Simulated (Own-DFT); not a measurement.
## Calculated data, GaP (zincblende, atoms displaced)

Computed with Own-DFT development build. A calculation, not a measurement: plane-wave PBE density functional theory by an unreviewed code, no spin, of a simulated periodic cell, stress positive in tension, free energy of the whole cell less one offset for each atom, forces on such cells passed a denser k mesh, this cell's mesh not checked; offsets are fitted by least squares, one for each functional and potential file, so energies compare only between cells with the same atoms and settings and are not formation energies; the far tail of each file's local potential was reset to the Coulomb form; each entry is a single point on an unrelaxed cell, so the pressure reflects the starting lattice, mostly measured values (interpolated for alloys), from which strain is counted, and rises with the displacements; printed positions are rounded, which can move forces by about a meV/angstrom; the program, named Own-DFT, is a retired in-house code; no spin-orbit coupling.

Settings shared by all entries: functional PBE; potential files PseudoDojo norm-conserving, scalar-relativistic, standard set; wave cutoff 42 hartree; occupations Fermi-Dirac; smearing width 0.1 eV; k mesh 3 x 3 x 3 centred on Gamma.

(1) GaP (zincblende, atoms displaced)

```cif
# cell vector a (Å): 10.9010 0.0000 0.0000
# cell vector b (Å): 0.0000 10.9010 0.0000
# cell vector c (Å): 0.0000 0.0000 10.9010
data_GaP
_symmetry_space_group_name_H-M 'P 1'
_symmetry_Int_Tables_number 1
_cell_length_a 10.9010
_cell_length_b 10.9010
_cell_length_c 10.9010
_cell_angle_alpha 90.000
_cell_angle_beta 90.000
_cell_angle_gamma 90.000
_cell_volume 1295.39
loop_
_atom_site_label
_atom_site_type_symbol
_atom_site_fract_x
_atom_site_fract_y
_atom_site_fract_z
_atom_site_occupancy
Ga1 Ga 0.00529 0.00095 0.99991 1
Ga2 Ga 0.99409 0.25311 0.25698 1
Ga3 Ga 0.24445 0.00549 0.25383 1
Ga4 Ga 0.24760 0.25584 0.00534 1
P1 P 0.12018 0.12508 0.12260 1
P2 P 0.13191 0.38071 0.38175 1
P3 P 0.36889 0.12713 0.37614 1
P4 P 0.38008 0.37072 0.12458 1
Ga5 Ga 0.00216 0.00187 0.49032 1
Ga6 Ga 0.00071 0.25608 0.75357 1
Ga7 Ga 0.25151 0.99656 0.75275 1
Ga8 Ga 0.24303 0.25248 0.49437 1
P5 P 0.12937 0.11461 0.62516 1
P6 P 0.12515 0.37558 0.87820 1
P7 P 0.37759 0.12233 0.87280 1
P8 P 0.36599 0.37372 0.62312 1
Ga9 Ga 0.00517 0.49816 0.99507 1
Ga10 Ga 0.99856 0.75300 0.24486 1
Ga11 Ga 0.24767 0.49848 0.24856 1
Ga12 Ga 0.25133 0.74604 0.00247 1
P9 P 0.13205 0.61870 0.12963 1
P10 P 0.12048 0.87550 0.36944 1
P11 P 0.37171 0.62616 0.37494 1
P12 P 0.37355 0.86209 0.12660 1
Ga13 Ga 0.00276 0.49511 0.50217 1
Ga14 Ga 0.99861 0.75508 0.75033 1
Ga15 Ga 0.24918 0.49298 0.75172 1
Ga16 Ga 0.24598 0.75449 0.50100 1
P13 P 0.11882 0.62479 0.62337 1
P14 P 0.12483 0.87668 0.87695 1
P15 P 0.37362 0.62140 0.87744 1
P16 P 0.37619 0.87230 0.62525 1
Ga17 Ga 0.49541 0.99059 0.00393 1
Ga18 Ga 0.50153 0.24665 0.24689 1
Ga19 Ga 0.75063 0.01575 0.24112 1
Ga20 Ga 0.75474 0.25155 0.99657 1
P17 P 0.63002 0.12002 0.12970 1
P18 P 0.61426 0.37201 0.37149 1
P19 P 0.87164 0.13432 0.37292 1
P20 P 0.87450 0.36543 0.13100 1
Ga21 Ga 0.50490 0.99480 0.50357 1
Ga22 Ga 0.50700 0.24921 0.74738 1
Ga23 Ga 0.74705 0.99673 0.74430 1
Ga24 Ga 0.75590 0.25192 0.50430 1
P21 P 0.62469 0.11894 0.61459 1
P22 P 0.61903 0.37668 0.87257 1
P23 P 0.88167 0.12703 0.87340 1
P24 P 0.87435 0.36913 0.62836 1
Ga25 Ga 0.50247 0.49872 0.00705 1
Ga26 Ga 0.49861 0.75444 0.25000 1
Ga27 Ga 0.75022 0.50068 0.25769 1
Ga28 Ga 0.75381 0.74811 0.01306 1
P25 P 0.63122 0.62689 0.13157 1
P26 P 0.62429 0.86530 0.38083 1
P27 P 0.87892 0.62203 0.37924 1
P28 P 0.88081 0.87974 0.12746 1
Ga29 Ga 0.49891 0.49575 0.49479 1
Ga30 Ga 0.49965 0.75018 0.75066 1
Ga31 Ga 0.74661 0.50038 0.74842 1
Ga32 Ga 0.75172 0.74577 0.50852 1
P29 P 0.62608 0.62073 0.62214 1
P30 P 0.62535 0.87778 0.87163 1
P31 P 0.87896 0.63119 0.87993 1
P32 P 0.87053 0.87887 0.62730 1
```

* free energy of cell above offsets: -33.465 eV
* pressure: 3.26 GPa
* stress xx: -3.27 GPa
* stress yy: -3.19 GPa
* stress zz: -3.32 GPa
* stress yz: 0.04 GPa
* stress xz: -0.65 GPa
* stress xy: 0.13 GPa

Force:
```tsv
element	x (eV/Å)	y (eV/Å)	z (eV/Å)
Ga	-0.538	-0.032	-0.334
Ga	1.5	0.07	-0.193
Ga	0.404	-0.426	-0.696
Ga	0.401	-0.98	-0.554
P	0.438	0.676	0.824
P	-1.264	-0.37	-1.261
P	0.972	-0.367	-0.002
P	-0.515	0.438	0.387
Ga	-0.68	0.085	0.714
Ga	0.613	-1.074	-0.424
Ga	0.373	-0.072	-0.05
Ga	0.568	-1.006	1.151
P	-0.67	1.22	-0.181
P	0.273	-0.291	-0.395
P	-0.13	0.479	0.631
P	1.116	-0.336	-0.004
Ga	-0.78	0.328	1.126
Ga	0.265	-0.978	0.46
Ga	1.243	-0.293	0.532
Ga	-0.437	-0.199	-0.49
P	-1.318	0.72	-0.853
P	0.371	-0.232	0.302
P	0.103	0.02	-0.063
P	-0.481	1.722	0.159
Ga	-0.544	0.248	0.172
Ga	0.044	-0.125	-0.081
Ga	-0.134	0.962	-0.191
Ga	0.017	-0.42	-0.196
P	0.606	0.177	0.687
P	0.378	-0.562	0.062
P	0.332	-0.036	-0.199
P	-0.263	0.134	0.129
Ga	0.236	0.468	-0.172
Ga	-0.405	-0.663	0.218
Ga	1.13	-2.391	2.084
Ga	-0.515	-0.322	-0.042
P	-1.879	1.339	-2.284
P	1.479	-0.041	0.515
P	0.186	-1.039	0.6
P	-0.159	1.741	-0.735
Ga	-1.079	-0.236	-1.023
Ga	-0.907	-0.395	-0.507
Ga	0.082	0.959	0.695
Ga	-1.241	-0.074	-0.64
P	0.584	1.096	1.083
P	0.907	-0.083	0.514
P	-0.81	-0.551	-0.098
P	0.253	1.059	0.062
Ga	0.043	0.555	-0.352
Ga	0.34	-0.974	0.648
Ga	0.11	-0.482	-0.193
Ga	-0.043	0.687	-1.095
P	-0.756	-0.409	0.014
P	0.71	1.11	-0.697
P	-0.042	0.359	-0.144
P	-0.666	0.352	-0.25
Ga	-0.697	0.443	0.549
Ga	0.112	-0.514	0.06
Ga	0.532	0.175	0.548
Ga	0.237	0.067	-0.559
P	-0.684	-0.038	0.303
P	0.203	-0.712	0.858
P	-0.496	-0.664	-0.308
P	0.975	-0.304	-0.824
```

(2) GaP (zincblende, atoms displaced)

```cif
# cell vector a (Å): 10.9010 0.0000 0.0000
# cell vector b (Å): 0.0000 10.9010 0.0000
# cell vector c (Å): 0.0000 0.0000 10.9010
data_GaP
_symmetry_space_group_name_H-M 'P 1'
_symmetry_Int_Tables_number 1
_cell_length_a 10.9010
_cell_length_b 10.9010
_cell_length_c 10.9010
_cell_angle_alpha 90.000
_cell_angle_beta 90.000
_cell_angle_gamma 90.000
_cell_volume 1295.39
loop_
_atom_site_label
_atom_site_type_symbol
_atom_site_fract_x
_atom_site_fract_y
_atom_site_fract_z
_atom_site_occupancy
Ga1 Ga 0.99845 0.00278 0.99881 1
Ga2 Ga 0.99329 0.25044 0.25401 1
Ga3 Ga 0.25232 0.99840 0.24449 1
Ga4 Ga 0.25075 0.24547 0.00495 1
P1 P 0.12594 0.12691 0.12839 1
P2 P 0.12180 0.37414 0.37575 1
P3 P 0.37003 0.13186 0.37428 1
P4 P 0.37320 0.37055 0.12492 1
Ga5 Ga 0.00250 0.99950 0.49562 1
Ga6 Ga 0.99542 0.24823 0.74951 1
Ga7 Ga 0.25379 0.99585 0.74865 1
Ga8 Ga 0.25394 0.24576 0.49550 1
P5 P 0.12526 0.12228 0.63144 1
P6 P 0.11956 0.37567 0.87653 1
P7 P 0.37386 0.12467 0.86718 1
P8 P 0.37546 0.37960 0.62565 1
Ga9 Ga 0.00017 0.49999 0.99052 1
Ga10 Ga 0.00330 0.75459 0.24779 1
Ga11 Ga 0.25708 0.50125 0.24765 1
Ga12 Ga 0.24547 0.75555 0.00471 1
P9 P 0.12873 0.62341 0.12536 1
P10 P 0.11711 0.87158 0.37629 1
P11 P 0.37988 0.63585 0.38089 1
P12 P 0.37916 0.87809 0.12148 1
Ga13 Ga 0.00139 0.49751 0.50091 1
Ga14 Ga 0.00019 0.74410 0.73639 1
Ga15 Ga 0.25616 0.50353 0.74869 1
Ga16 Ga 0.25431 0.74191 0.50515 1
P13 P 0.12155 0.62362 0.62390 1
P14 P 0.12798 0.86973 0.87371 1
P15 P 0.37398 0.62904 0.87054 1
P16 P 0.37553 0.86494 0.62693 1
Ga17 Ga 0.49875 0.00074 0.99964 1
Ga18 Ga 0.50149 0.25123 0.24859 1
Ga19 Ga 0.75117 0.00318 0.25355 1
Ga20 Ga 0.75158 0.24709 0.99528 1
P17 P 0.62597 0.12040 0.12708 1
P18 P 0.61576 0.37738 0.37708 1
P19 P 0.87723 0.13147 0.38295 1
P20 P 0.87214 0.37180 0.12303 1
Ga21 Ga 0.50909 0.00172 0.49931 1
Ga22 Ga 0.49992 0.24772 0.74827 1
Ga23 Ga 0.76054 0.99715 0.75335 1
Ga24 Ga 0.74394 0.24638 0.50013 1
P21 P 0.61700 0.13403 0.62575 1
P22 P 0.62257 0.37293 0.87817 1
P23 P 0.87602 0.11991 0.88603 1
P24 P 0.88134 0.37845 0.62745 1
Ga25 Ga 0.50538 0.50203 0.99865 1
Ga26 Ga 0.49601 0.74909 0.25050 1
Ga27 Ga 0.75207 0.50602 0.25145 1
Ga28 Ga 0.75203 0.74827 0.01491 1
P25 P 0.62217 0.63191 0.12923 1
P26 P 0.62479 0.87630 0.37643 1
P27 P 0.87917 0.62527 0.37186 1
P28 P 0.88241 0.87660 0.12946 1
Ga29 Ga 0.49618 0.50431 0.49435 1
Ga30 Ga 0.50045 0.75358 0.75080 1
Ga31 Ga 0.75599 0.49783 0.74811 1
Ga32 Ga 0.75011 0.75039 0.50305 1
P29 P 0.62086 0.63141 0.61754 1
P30 P 0.61071 0.86692 0.87530 1
P31 P 0.87160 0.62406 0.87540 1
P32 P 0.88101 0.87118 0.62388 1
```

* free energy of cell above offsets: -33.347 eV
* pressure: 3.29 GPa
* stress xx: -3.24 GPa
* stress yy: -3.31 GPa
* stress zz: -3.3 GPa
* stress yz: -0.65 GPa
* stress xz: 0.25 GPa
* stress xy: 0.61 GPa

Force:
```tsv
element	x (eV/Å)	y (eV/Å)	z (eV/Å)
Ga	1.379	-0.914	0.565
Ga	0.575	0.337	-0.489
Ga	-0.37	-0.054	0.82
Ga	-0.333	0.335	-0.954
P	-0.625	-0.33	-0.023
P	0.719	0.136	-0.226
P	1.218	-1.57	-0.568
P	0.768	0.666	-0.296
Ga	-0.009	0.315	0.815
Ga	0.43	-0.17	0.548
Ga	-0.305	-0.36	-0.021
Ga	-1.085	0.965	1.219
P	0.092	0.071	-0.775
P	1.233	-0.607	-0.585
P	0.03	0.049	1.016
P	0.02	-0.473	-0.486
Ga	-0.258	0.175	1.141
Ga	0.067	-1.081	0.03
Ga	-0.397	0.02	0.709
Ga	0.609	-0.607	-0.278
P	-0.483	0.009	-0.105
P	1.867	0.205	0.004
P	-0.756	-1.261	-1.13
P	-0.485	-0.409	0.481
Ga	0.007	0.277	-0.483
Ga	-0.072	0.327	1.891
Ga	-0.973	-0.382	0.328
Ga	-1.18	0.967	-0.111
P	0.955	-0.775	-0.311
P	-0.922	0.56	-0.346
P	0.208	-0.089	1.001
P	0.131	1.503	-0.646
Ga	0.129	0.396	-0.499
Ga	-0.162	-0.243	0.006
Ga	0.341	-0.227	0.226
Ga	-0.657	0.217	0.834
P	-0.016	0.528	-0.357
P	1.232	-0.009	-0.47
P	-0.567	-0.802	-0.425
P	0.097	0.609	0.017
Ga	-1.432	-0.011	0.111
Ga	-0.621	1.163	0.562
Ga	-1.324	-0.236	-0.019
Ga	0.19	1.215	0.25
P	1.576	-1.529	0.164
P	0.554	-0.02	-0.767
P	-0.277	0.691	-1.628
P	-0.998	-0.828	-0.563
Ga	-0.868	0.165	0.154
Ga	0.347	1.015	0.001
Ga	-0.457	-0.752	-0.087
Ga	-0.015	0.609	-1.322
P	0.04	-1.053	0.137
P	0.436	-0.218	-0.399
P	-0.116	0.301	0.548
P	-0.83	0.46	-0.308
Ga	0.192	-0.192	0.87
Ga	-0.363	-1.251	-0.625
Ga	-1.167	0.36	0.037
Ga	0.299	0.023	-0.664
P	0.408	-0.963	1.009
P	2.512	1.2	0.9
P	0.11	0.738	-0.04
P	-0.646	0.808	-0.386
```
